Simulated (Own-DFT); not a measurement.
# One host, several defects: C11b WSi2

Everything here is calculated. The program is Own-DFT (plane waves, in-house, since retired, never reviewed by a person); positions were held fixed, and spin and spin-orbit coupling were off.

Method: PBE; PseudoDojo norm-conserving scalar-relativistic files; cutoff 50 hartree; 5 x 5 x 5 k mesh centred on Gamma; cold (Marzari-Vanderbilt) smearing of 0.2 eV.

Known weak points: forces on such cells failed a check on a denser k mesh; stress not checked against mesh or cutoff.

All runs share one cell, with vectors in Å (-2.148, -5.953, 3.409); (-6.444, 2.976, 1.136); (-2.553, -2.948, -6.757) and a volume of 403.2 Å³. u is the rms random offset of the atoms per axis. The defect's site can differ from row to row.

| cell | formula | u (Å) | P (GPa) |
|---|---|---|---|
| no defect | Si20W10 | 0.0210 | 4.58 |
| no defect | Si20W10 | 0.0499 | 5.73 |
| no defect | Si20W10 | 0.0526 | 6.11 |
| one Si on a W site | Si21W9 | 0.0279 | 6.32 |
| one Si on a W site | Si21W9 | 0.0454 | 6.78 |
| one Si on a W site | Si21W9 | 0.0550 | 7.96 |
| one Si vacancy | Si19W10 | 0.0299 | 3.21 |
| one Si vacancy | Si19W10 | 0.0497 | 4.82 |
| one Si vacancy | Si19W10 | 0.0523 | 4.51 |
| one W on a Si site | Si19W11 | 0.0247 | 9.72 |
| one W on a Si site | Si19W11 | 0.0297 | 9.64 |
| one W on a Si site | Si19W11 | 0.0484 | 11.55 |
| one W on a Si site | Si19W11 | 0.0548 | ? |

## Working it out

P = P0 + c u² + a shift for each defect gives P0 = 3.99 GPa, c = 781 ± 104 GPa/Å² and a scatter of 0.32 GPa. The shifts, and each times the cell's volume:

- one W on a Si site: 5.32 ± 0.27 GPa, 13.4 eV
- one Si on a W site: 1.51 ± 0.26 GPa, 3.8 eV
- one Si vacancy: -1.39 ± 0.26 GPa, -3.5 eV

Against the defect-free cell, a freed cell would be larger where the shift is positive and smaller where it is negative (160.2 GPa Å³ is 1 eV). The atoms around the defects weren't relaxed, which would change these numbers.

## Withheld run

Asked: what pressure belongs in the blank (one W on a Si site, u = 0.0548 Å)?

From the fit: 11.65 ± 0.41 GPa. The run itself gave 11.26 GPa.
